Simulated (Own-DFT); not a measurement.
# Response to strain: diamond silicon, 64 atoms (Si64)

All numbers below are calculated, not measured. They come from Own-DFT, an in-house plane-wave density functional program, since retired, whose code no person has reviewed. Each row is one single-point run on a periodic cell that was not relaxed, without spin or spin-orbit coupling.

Settings of every run: PBE; PseudoDojo norm-conserving scalar-relativistic files; cutoff 20 hartree; 3 x 3 x 3 k mesh centred on Gamma; Fermi-Dirac smearing of 0.1 eV.

Known limits: k mesh not checked against a denser one; stress not checked against mesh or cutoff.

Unstrained cell vectors in Å: (10.862, 0.000, 0.000); (0.000, 10.862, 0.000); (0.000, 0.000, 10.862). The unstrained cell has measured lattice constants (interpolated for alloys), not those of this functional. That, the random moves and any unrelaxed bonds set the pressure at no strain. Each run strains this cell uniformly, with the atoms carried along. Every atom was also moved at random, by a Gaussian of width 0.05 Å on each axis. Strain is the symmetric tensor, in per cent. Stress is positive in tension, and the pressure is minus a third of its trace.

| run | e_xx (%) | e_yy (%) | e_zz (%) | e_yz (%) | e_xz (%) | e_xy (%) | s_xx (GPa) | s_yy (GPa) | s_zz (GPa) | s_yz (GPa) | s_xz (GPa) | s_xy (GPa) | P (GPa) | E (meV/atom) |
|---|---|---|---|---|---|---|---|---|---|---|---|---|---|---|
| 1 | -0.24 | -1.85 | -0.92 | 1.55 | 0.98 | 0.56 | -5.16 | -6.65 | -5.72 | 3.42 | 2.02 | 1.61 | 5.84 | 25.4 |
| 2 | 0.36 | 1.32 | -1.72 | -0.73 | 0.60 | -0.90 | -2.42 | -1.49 | -4.08 | -1.47 | 1.69 | -1.07 | 2.66 | 6.0 |
| 3 | 1.65 | 0.83 | 0.29 | -1.52 | 0.09 | 1.99 | 0.66 | -0.17 | -0.64 | -2.98 | 0.24 | 3.49 | 0.05 | 0.0 |
| 4 | 1.95 | -1.63 | -1.37 | -1.64 | -0.18 | -1.40 | -1.22 | -4.76 | -4.53 | -3.31 | -1.41 | -1.57 | 3.50 | 11.8 |
| 5 | -1.38 | 0.12 | 1.48 | 0.50 | 0.66 | 0.46 | -3.76 | -2.35 | -1.40 | 0.48 | 0.12 | 0.61 | 2.50 | 14.1 |
| 6 | 1.68 | 1.56 | 1.33 | -1.07 | -2.00 | -0.66 | 1.50 | 1.44 | 1.09 | -2.12 | -3.63 | -0.70 | -1.35 | 3.6 |
| 7 | -0.25 | 0.27 | -0.75 | -0.04 | -0.63 | 1.93 | -3.32 | -3.00 | -3.87 | 0.17 | -0.64 | 4.08 | 3.40 | 9.7 |
| 8 | 1.88 | 0.38 | -1.84 | -0.16 | 0.12 | -0.55 | -0.53 | -1.95 | -3.82 | -0.44 | 0.31 | -1.69 | 2.10 | 0.4 |
| 9 | 0.38 | -1.53 | -0.18 | -1.01 | -0.59 | 0.65 | -3.17 | -4.84 | -3.75 | -2.74 | -1.07 | 1.43 | 3.92 | 9.4 |
| 10 | -0.45 | -1.96 | 0.71 | -1.49 | 0.31 | 0.95 | -4.15 | -5.54 | -3.06 | -3.06 | -0.02 | 2.50 | 4.25 | 8.0 |
| 11 | -1.98 | 1.13 | -1.85 | 0.39 | -0.56 | -1.03 | -6.28 | -3.59 | -6.31 | 0.49 | -1.91 | -2.55 | 5.39 | 20.1 |
| 12 | -1.49 | -2.00 | -0.46 | 0.25 | 1.97 | 1.35 | -7.20 | -7.58 | -6.20 | -0.31 | 4.12 | 3.51 | 6.99 | 44.3 |
| 13 | -0.10 | -0.37 | 1.35 | -1.59 | 0.17 | 1.36 | -2.19 | -2.61 | -0.90 | -3.55 | -0.15 | 3.37 | 1.90 | 9.9 |
| 14 | 0.97 | 0.17 | 0.93 | -1.40 | -1.51 | -1.31 | -0.75 | -1.35 | -0.81 | -3.57 | -2.93 | -2.85 | 0.97 | 14.4 |
| 15 | 1.74 | -1.39 | -1.07 | 1.08 | -1.77 | -1.12 | -1.54 | -4.54 | -4.21 | 2.17 | -3.41 | -2.10 | 3.43 | 15.4 |
| 16 | 1.71 | -0.33 | 1.74 | 0.46 | 1.39 | 1.28 | 0.65 | -1.06 | 0.88 | 0.40 | 2.04 | 2.73 | -0.16 | 7.4 |
| 17 | 1.48 | 0.52 | 0.15 | 1.32 | 0.20 | 0.41 | ? | ? | ? | ? | ? | ? | ? | ? |

E is the free energy for each atom above the lowest run shown.

## Worked fit

Each stress component was fitted by least squares to a constant and the strains of the runs shown, as fractions, with shears doubled. Shear strains stay in the fit of a normal stress only where such slopes are resolved. The slopes, in GPa:

| stress | at no strain | per e_xx | per e_yy | per e_zz | scatter |
|---|---|---|---|---|---|
| s_xx | -2.8 | 161 ± 5 | 66 ± 5 | 59 ± 5 | 0.23 |
| s_yy | -2.8 | 69 ± 4 | 157 ± 4 | 64 ± 4 | 0.18 |
| s_zz | -2.8 | 71 ± 4 | 66 ± 4 | 150 ± 4 | 0.20 |

Each shear stress against twice its own strain: yz 103 ± 5, xz 89 ± 9, xy 95 ± 8 GPa. These are stiffnesses along x, y and z of the frame in which the cell vectors are given, which need not be the crystal's axes. The atoms are held to the strained lattice; where symmetry lets them move under strain, relaxing them would lower some slopes. The table should be nearly symmetric about its diagonal, and what it lacks of that shows the noise. A ninth of its sum, 96 ± 2 GPa, estimates the bulk modulus near the mean pressure of these runs, 2.8 GPa, so it lies above the value at zero pressure.

## Withheld run

Question: what normal stresses and pressure should run 17 give?

The fit gives s_xx = 0.0, s_yy = -0.9, s_zz = -1.2 and P = 0.7 GPa. The calculation gave 0.35, -0.63, -0.87 and P = 0.38 GPa.
